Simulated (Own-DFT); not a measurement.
## Calculated data, Hf32O63 (monoclinic hafnia with one neutral oxygen vacancy, atoms displaced), Hf31SiO64 (monoclinic hafnia with substituted atoms, atoms displaced)

Computed with Own-DFT development build. A calculation, not a measurement: plane-wave PBE and HSE06 DFT by an unreviewed code, no spin, of a simulated cell at Gamma alone, so results move with cell size and shape, stress positive in tension, energies less offsets, not probed for a lower state with spin; hafnium file: forces about 75 meV/angstrom off all-electron values; oxygen file: force components 24 meV/angstrom off all-electron in a glass; k mesh not checked against a denser one; forces and stress are PBE's, HSE06 gives the energy alone, and its difference from PBE has offsets of its own; offsets are fitted by least squares, one for each functional and potential file, so energies compare only between cells with the same atoms and settings and are not formation energies; the far tail of each file's local potential was reset to the Coulomb form; each entry is a single point on an unrelaxed cell, so the pressure reflects the starting lattice, mostly measured values, from which strain is counted, and rises with the displacements; printed positions are rounded, which can move forces by about a meV/angstrom; the program is a retired in-house code; no spin-orbit coupling.

Settings shared by all entries: first functional PBE; second functional HSE06; exact exchange share 0.25; screening 0.11 1/bohr; exchange divergence Gygi-Baldereschi; potential files PseudoDojo norm-conserving, scalar-relativistic, made for PBE, standard set; wave cutoff 48 hartree; occupations fixed; k mesh 1 x 1 x 1 centred on Gamma.

(1) Hf32O63 (monoclinic hafnia with one neutral oxygen vacancy, atoms displaced)

```
cell vectors (Å)
  10.2340     0.0000     0.0000
   0.0000    10.3500     0.0000
  -1.6955     0.0000    10.4453
atoms (fractions of the cell vectors)
Hf  0.13973  0.02082  0.10454
Hf  0.36394  0.27114  0.14698
Hf  0.36253  0.47847  0.39490
Hf  0.13912  0.23729  0.35628
O   0.04312  0.16984  0.17421
O   0.46029  0.41016  0.07742
O   0.46289  0.33173  0.33314
O   0.04265  0.08205  0.42256
O   0.22011  0.37832  0.23723
O   0.27552  0.12799  0.00952
O   0.27607  0.11574  0.26075
O   0.22630  0.36954  0.48541
Hf  0.13171  0.01988  0.59859
Hf  0.36317  0.27613  0.64807
Hf  0.36039  0.47713  0.89603
Hf  0.14561  0.22927  0.85228
O   0.03688  0.17001  0.67805
O   0.46201  0.41535  0.57733
O   0.46766  0.33372  0.82895
O   0.03305  0.08170  0.92115
O   0.21972  0.37560  0.74474
O   0.27595  0.12964  0.50550
O   0.27722  0.12277  0.75696
O   0.22290  0.37408  0.99203
Hf  0.14118  0.52389  0.10455
Hf  0.36725  0.76840  0.15077
Hf  0.36035  0.97835  0.39629
Hf  0.13266  0.72984  0.35310
O   0.03851  0.65978  0.17170
O   0.46314  0.91352  0.07633
O   0.46074  0.83406  0.32374
O   0.04473  0.58544  0.42661
O   0.22651  0.88052  0.24027
O   0.27571  0.63501  0.01332
O   0.27760  0.62257  0.26109
O   0.22531  0.87088  0.48675
Hf  0.14052  0.51670  0.60850
Hf  0.36413  0.77008  0.64094
Hf  0.36097  0.98304  0.89443
Hf  0.13408  0.72910  0.85651
O   0.03717  0.66482  0.67002
O   0.46236  0.91396  0.57306
O   0.46278  0.83412  0.82617
O   0.03391  0.58397  0.92408
O   0.22642  0.87534  0.73815
O   0.27745  0.62478  0.51325
O   0.27551  0.62227  0.75988
O   0.22845  0.87112  0.98640
Hf  0.63446  0.02157  0.09978
Hf  0.86682  0.27003  0.14652
Hf  0.86237  0.47681  0.39913
Hf  0.63247  0.23031  0.35712
O   0.53825  0.16559  0.17507
O   0.96406  0.41387  0.07442
O   0.96749  0.33290  0.32862
O   0.53287  0.08631  0.42501
O   0.72727  0.38432  0.24628
O   0.77289  0.13033  0.01205
O   0.77199  0.12407  0.26258
O   0.72768  0.37346  0.49184
Hf  0.63695  0.01560  0.60605
Hf  0.86343  0.27046  0.65090
Hf  0.86011  0.47916  0.89257
Hf  0.63481  0.23210  0.85315
O   0.53929  0.16603  0.67575
O   0.96633  0.41795  0.57558
O   0.96197  0.34039  0.81961
O   0.53932  0.08552  0.92619
O   0.72214  0.37896  0.73823
O   0.77238  0.12872  0.50665
O   0.77435  0.12427  0.76022
O   0.73254  0.37160  0.98776
Hf  0.63976  0.51876  0.10438
Hf  0.86359  0.77386  0.14428
Hf  0.86081  0.97663  0.39663
Hf  0.63643  0.73096  0.35578
O   0.53586  0.66334  0.17054
O   0.95908  0.83756  0.32467
O   0.53085  0.58160  0.42648
O   0.72676  0.88024  0.23723
O   0.77643  0.62225  0.00843
O   0.77994  0.62365  0.26025
O   0.72126  0.86586  0.49311
Hf  0.63579  0.51733  0.60094
Hf  0.85958  0.76954  0.64567
Hf  0.86598  0.98026  0.90198
Hf  0.63302  0.72804  0.85566
O   0.53438  0.65793  0.66969
O   0.96367  0.91426  0.57886
O   0.96091  0.82944  0.82519
O   0.54082  0.58930  0.92210
O   0.72654  0.87450  0.74476
O   0.77569  0.63187  0.50878
O   0.77701  0.62304  0.75737
O   0.72091  0.86581  0.98486
```

* PBE energy of cell above offsets: -93.521 eV
* HSE06 less PBE above offsets: -0.158 eV
* PBE pressure: 4.4 GPa
* PBE stress xx: -4.79 GPa
* PBE stress yy: -3.96 GPa
* PBE stress zz: -4.45 GPa
* PBE stress yz: 0.14 GPa
* PBE stress xz: -0.31 GPa
* PBE stress xy: -0.25 GPa

Force:
| element | x (eV/Å) | y (eV/Å) | z (eV/Å) |
| --- | --- | --- | --- |
| Hf | 0.222 | -0.284 | 0.236 |
| Hf | -1.043 | -1.168 | 0.499 |
| Hf | -1.047 | 0.789 | -0.013 |
| Hf | 0.631 | -1.858 | -0.63 |
| O | -0.718 | -0.331 | -0.657 |
| O | 1.448 | 1.32 | -0.394 |
| O | -0.171 | 0.014 | -0.705 |
| O | -1.459 | -0.405 | -0.301 |
| O | 0.643 | 0.091 | 0.242 |
| O | 0.173 | 0.493 | -0.109 |
| O | 0.267 | 0.858 | -0.29 |
| O | -0.16 | 0.656 | 1.299 |
| Hf | 1.115 | 0.115 | 0.886 |
| Hf | 0.182 | -2.014 | -1.016 |
| Hf | 0.053 | 1.386 | 0.306 |
| Hf | -1.788 | -0.22 | 0.694 |
| O | 0.229 | -0.731 | -0.704 |
| O | 0.289 | -0.004 | 0.199 |
| O | -1.103 | 0.804 | -0.103 |
| O | 0.47 | 0.195 | 0.475 |
| O | 0.952 | 0.33 | -0.379 |
| O | 0.181 | 0.392 | 1.103 |
| O | 0.044 | -0.031 | 0.384 |
| O | 0.334 | -0.429 | -0.71 |
| Hf | -0.319 | -0.99 | -0.468 |
| Hf | -1.017 | 0.603 | -1.333 |
| Hf | -0.457 | 0.878 | -0.517 |
| Hf | 1.107 | -0.161 | 0.25 |
| O | -1.58 | 1.912 | 0.507 |
| O | 0.657 | 0.618 | -0.123 |
| O | 1.334 | -0.392 | 0.922 |
| O | -1.356 | -0.662 | -0.424 |
| O | -0.701 | -0.319 | -0.524 |
| O | 0.2 | -1.106 | -0.433 |
| O | -0.016 | -0.257 | 0.343 |
| O | -0.547 | -0.299 | 0.119 |
| Hf | -0.304 | 1.613 | -0.618 |
| Hf | -0.879 | -0.55 | 0.885 |
| Hf | 0.072 | -1.502 | -0.227 |
| Hf | 0.633 | 0.301 | -0.581 |
| O | -0.357 | 0.146 | 0.234 |
| O | 0.845 | 0.232 | 0.449 |
| O | 0.329 | 0.145 | -0.145 |
| O | 0.253 | -0.014 | -0.03 |
| O | -0.312 | 0.737 | -0.421 |
| O | 0.283 | 0.253 | -0.149 |
| O | 0.215 | -0.997 | 0.71 |
| O | -0.677 | 0.502 | 0.279 |
| Hf | 0.592 | -0.192 | 1.169 |
| Hf | -0.304 | -0.02 | 0.046 |
| Hf | 0.454 | 0.873 | -0.4 |
| Hf | 1.565 | -0.699 | 0.079 |
| O | -0.925 | 0.514 | -0.195 |
| O | 0.722 | 0.245 | 0.317 |
| O | -0.429 | 0.326 | 0.089 |
| O | -0.159 | -0.547 | 0.174 |
| O | -0.26 | -0.37 | -0.769 |
| O | 0.584 | -0.24 | -0.033 |
| O | 0.551 | -0.367 | 0.061 |
| O | -0.382 | -0.35 | -0.171 |
| Hf | 0.375 | 0.833 | 0.149 |
| Hf | -0.497 | -0.08 | -0.82 |
| Hf | 0.166 | 0.611 | 0.222 |
| Hf | 1.807 | -0.625 | 0.342 |
| O | -1.101 | 0.199 | -0.464 |
| O | 0.021 | -0.434 | 0.191 |
| O | 1.284 | -0.739 | 0.75 |
| O | -1.094 | -0.214 | -0.646 |
| O | -0.349 | 0.059 | 0.013 |
| O | 0.175 | -0.292 | 0.819 |
| O | 0.315 | -0.499 | 0.267 |
| O | -1.395 | -0.348 | 0.306 |
| Hf | 0.827 | 0.272 | 0.108 |
| Hf | -0.407 | -0.801 | -0.664 |
| Hf | -0.52 | 1.842 | -0.298 |
| Hf | 0.403 | -0.873 | -0.436 |
| O | 0.225 | -0.119 | 0.513 |
| O | 1.318 | -0.974 | -0.367 |
| O | 0.808 | 0.796 | -0.878 |
| O | -0.495 | -0.24 | 0.182 |
| O | 0.105 | 0.895 | 0.837 |
| O | -0.378 | 0.09 | 0.136 |
| O | 0.044 | 0.751 | -0.501 |
| Hf | 0.882 | 0.526 | 0.813 |
| Hf | 0.065 | -0.798 | 0.701 |
| Hf | -0.683 | -0.491 | -1.151 |
| Hf | 1.513 | 0.673 | -1.213 |
| O | -0.567 | 0.986 | 0.439 |
| O | 0.075 | 0.475 | -0.552 |
| O | 0.267 | 0.64 | 0.875 |
| O | -2.375 | -2.474 | 0.808 |
| O | -0.417 | 0.967 | -1.05 |
| O | -0.202 | -0.585 | -0.361 |
| O | -0.198 | -0.478 | 0.144 |
| O | 0.848 | 0.613 | 1.402 |

(2) Hf31SiO64 (monoclinic hafnia with substituted atoms, atoms displaced)

```
cell vectors (Å)
  10.2340     0.0000     0.0000
   0.0000    10.3500     0.0000
  -1.6955     0.0000    10.4453
atoms (fractions of the cell vectors)
Hf  0.13278  0.00981  0.09987
Hf  0.35685  0.26069  0.14581
Hf  0.35744  0.48768  0.38462
Hf  0.14108  0.22175  0.34995
O   0.03208  0.16561  0.18538
O   0.46546  0.40978  0.08316
O   0.46478  0.33521  0.33219
O   0.04082  0.09621  0.42818
O   0.21872  0.38243  0.25397
O   0.28010  0.13393  0.00592
O   0.27236  0.13727  0.25145
O   0.22952  0.39147  0.48963
Hf  0.14108  0.01831  0.61121
Hf  0.35643  0.27359  0.63966
Hf  0.34985  0.48092  0.89736
Hf  0.14650  0.22147  0.84810
O   0.05193  0.16433  0.68085
O   0.47150  0.40916  0.56806
O   0.47561  0.33511  0.82637
O   0.04577  0.07878  0.92865
O   0.22491  0.37857  0.73365
O   0.28576  0.12557  0.51033
O   0.26869  0.12286  0.75991
O   0.23170  0.36783  0.99319
Hf  0.13147  0.51844  0.08961
Hf  0.36627  0.77113  0.16178
Hf  0.36035  0.98061  0.40193
Hf  0.13346  0.71512  0.35914
O   0.05181  0.67328  0.18077
O   0.44995  0.91059  0.08249
O   0.45979  0.83825  0.31719
O   0.02810  0.58147  0.41671
O   0.21910  0.87900  0.24345
O   0.28144  0.62716  0.00223
O   0.26439  0.61785  0.26092
O   0.22112  0.86425  0.48330
Hf  0.14046  0.52416  0.60787
Hf  0.35556  0.76522  0.64962
Hf  0.37136  0.97111  0.92077
Hf  0.13075  0.72473  0.85300
O   0.02872  0.65348  0.65948
O   0.46866  0.91415  0.57517
O   0.46406  0.84118  0.82056
O   0.02586  0.57140  0.93404
O   0.22213  0.88903  0.75531
O   0.27079  0.63214  0.51621
O   0.26485  0.62505  0.75640
O   0.22737  0.87059  0.98204
Hf  0.64884  0.00797  0.10679
Hf  0.87013  0.26924  0.15391
Hf  0.86691  0.49023  0.40459
Hf  0.62878  0.22915  0.36396
O   0.53246  0.17118  0.17772
O   0.96881  0.42685  0.08136
O   0.96302  0.32391  0.30730
O   0.52847  0.09178  0.42618
O   0.72861  0.37431  0.25629
O   0.78442  0.11382  0.01331
O   0.76984  0.12136  0.25097
O   0.72765  0.38445  0.49659
Hf  0.64991  0.02858  0.60763
Hf  0.84530  0.26871  0.63758
Hf  0.85700  0.48362  0.88895
Hf  0.62692  0.22897  0.85111
O   0.54024  0.15676  0.66542
O   0.95052  0.41042  0.57778
O   0.95689  0.33694  0.82248
O   0.54352  0.08271  0.92237
O   0.71704  0.37660  0.73839
O   0.77486  0.13347  0.51753
O   0.79017  0.13526  0.75364
O   0.72010  0.35682  0.98372
Hf  0.62383  0.51546  0.09984
Hf  0.86396  0.77141  0.14326
Si  0.84734  0.98063  0.40570
Hf  0.64116  0.72501  0.35879
O   0.52880  0.67244  0.15551
O   0.96479  0.90624  0.07322
O   0.95553  0.84150  0.32010
O   0.53138  0.57786  0.42627
O   0.71819  0.87185  0.23913
O   0.77931  0.62923  0.00515
O   0.78327  0.62182  0.26538
O   0.72989  0.88145  0.49936
Hf  0.62599  0.52056  0.61914
Hf  0.85666  0.76715  0.63862
Hf  0.86556  0.99193  0.88934
Hf  0.65383  0.72224  0.85115
O   0.54492  0.67147  0.67450
O   0.96576  0.92569  0.57220
O   0.96417  0.83448  0.81967
O   0.53152  0.58975  0.91595
O   0.73184  0.88080  0.72677
O   0.77609  0.62217  0.51390
O   0.77880  0.60563  0.76901
O   0.73712  0.85640  0.98263
```

* PBE stress xx: ?
* PBE pressure: ?

Q: What PBE stress xx does the calculation give for Hf31SiO64 (monoclinic hafnia with substituted atoms, atoms displaced) (entry 2)?
A: -8.29 GPa

Q: Estimate the PBE pressure of Hf31SiO64 (monoclinic hafnia with substituted atoms, atoms displaced) (entry 2).
A: 8.19 GPa

Further results for Hf31SiO64 (monoclinic hafnia with substituted atoms, atoms displaced) (entry 2):

- PBE energy of cell above offsets: -77.372 eV
- HSE06 less PBE above offsets: 0.730 eV
- PBE stress yy: -7.49 GPa
- PBE stress zz: -8.8 GPa
- PBE stress yz: 0.73 GPa
- PBE stress xz: -0.87 GPa
- PBE stress xy: -1.09 GPa

Force:
| element | x (eV/Å) | y (eV/Å) | z (eV/Å) |
| --- | --- | --- | --- |
| Hf | 0.218 | 0.8 | 1.689 |
| Hf | 0.857 | 1.805 | 0.809 |
| Hf | -0.106 | -2.842 | 1.307 |
| Hf | -0.687 | 2.924 | 0.757 |
| O | 1.647 | -3.028 | -2.63 |
| O | -0.015 | 1.07 | -1.039 |
| O | -0.523 | 0.283 | -0.399 |
| O | -2.343 | -2.286 | 0.742 |
| O | 0.662 | 0.059 | -2.338 |
| O | -0.094 | -1.308 | 0.188 |
| O | 0.217 | -3.198 | 1.036 |
| O | -0.617 | -2.022 | 0.638 |
| Hf | 0.525 | 0.474 | -1.127 |
| Hf | 1.271 | -0.238 | -0.206 |
| Hf | 2.391 | -0.318 | 0.068 |
| Hf | -2.063 | 1.677 | 1.164 |
| O | -2.887 | 0.45 | -1.566 |
| O | -1.231 | -0.502 | 1.286 |
| O | -3.181 | 1.468 | -0.742 |
| O | -1.115 | 0.115 | -0.98 |
| O | 0.165 | 0.525 | 1.155 |
| O | -0.645 | 0.642 | 0.245 |
| O | 3.064 | -0.253 | -0.067 |
| O | -0.775 | 0.462 | -0.769 |
| Hf | 1.271 | -0.892 | 4.734 |
| Hf | -3.302 | -1.641 | -2.439 |
| Hf | -0.042 | -0.544 | 0.167 |
| Hf | 0.342 | 3.897 | -0.847 |
| O | -2.272 | 0.091 | -2.021 |
| O | 3.581 | 1.458 | 1.665 |
| O | 2.215 | -0.132 | 2.919 |
| O | 1.551 | 0.018 | 1.456 |
| O | 0.36 | 0.82 | -0.369 |
| O | -1.041 | 0.085 | 0.009 |
| O | 1.864 | 0.833 | -0.185 |
| O | 0.273 | 0.62 | 1.549 |
| Hf | -0.18 | -3.438 | -1.583 |
| Hf | 1.704 | 3.432 | 0.358 |
| Hf | 0.045 | 1.713 | -5.778 |
| Hf | 0.289 | 1.61 | 0.338 |
| O | -1.769 | 2.672 | 1.826 |
| O | -0.465 | -0.641 | -0.48 |
| O | 0.888 | -0.959 | 0.619 |
| O | 2.26 | 4.037 | -3.803 |
| O | -0.121 | -1.887 | -1.722 |
| O | 0.556 | -0.609 | -0.468 |
| O | 0.514 | -0.579 | 0.636 |
| O | -2.481 | -1.326 | 1.805 |
| Hf | -0.73 | 2.687 | -0.571 |
| Hf | -2.283 | 0.762 | -2.986 |
| Hf | -2.773 | -4.699 | -1.809 |
| Hf | 1.27 | 2.7 | -2.266 |
| O | 0.951 | -1.797 | -0.607 |
| O | -1.897 | -1.792 | 0.107 |
| O | 0.991 | 2.827 | 5.191 |
| O | -0.041 | -1.562 | 0.352 |
| O | -0.523 | 1.048 | -1.619 |
| O | -0.039 | -0.517 | -0.307 |
| O | -0.17 | -2.43 | 2.709 |
| O | -1.776 | -1.755 | -0.431 |
| Hf | -2.535 | -1.88 | 0.001 |
| Hf | 2.907 | 4.135 | 2.079 |
| Hf | -0.252 | -6.198 | 3.2 |
| Hf | 2.71 | -0.136 | 0.382 |
| O | -1.692 | 2.024 | 1.077 |
| O | 3.527 | 1.467 | -0.053 |
| O | 1.271 | -0.525 | 0.252 |
| O | -0.965 | -1.533 | 1.341 |
| O | -0.453 | 0.018 | -0.189 |
| O | 0.785 | -2.318 | -3.693 |
| O | -1.367 | -2.835 | 1.99 |
| O | 0.268 | 1.53 | 1.168 |
| Hf | 2.095 | -0.619 | 0.321 |
| Hf | 0.269 | -1.61 | 0.97 |
| Si | 3.655 | -0.833 | 0.588 |
| Hf | -0.259 | -0.433 | -0.889 |
| O | 1.492 | -1.025 | 1.865 |
| O | 1.209 | 1.355 | -0.756 |
| O | -1.042 | 1.219 | 1.795 |
| O | 1.624 | 2.504 | -0.848 |
| O | -0.363 | 0.176 | 0.356 |
| O | -0.553 | -0.885 | 0.815 |
| O | -1.597 | 0.845 | -0.396 |
| O | 1.09 | -0.444 | -3.896 |
| Hf | 1.988 | -3.029 | -3.005 |
| Hf | 1.913 | 1.199 | 0.47 |
| Hf | -0.09 | -0.76 | 0.569 |
| Hf | -2.695 | 1.541 | 1.273 |
| O | -1.769 | 1.245 | -0.135 |
| O | -2.14 | -1.057 | -1.106 |
| O | 0.233 | -0.845 | 0.001 |
| O | -0.203 | -0.979 | 0.29 |
| O | -0.551 | -0.256 | 1.684 |
| O | -0.846 | 2.091 | 0.237 |
| O | -0.323 | 3.875 | -3.523 |
| O | -1.099 | 2.103 | 0.387 |
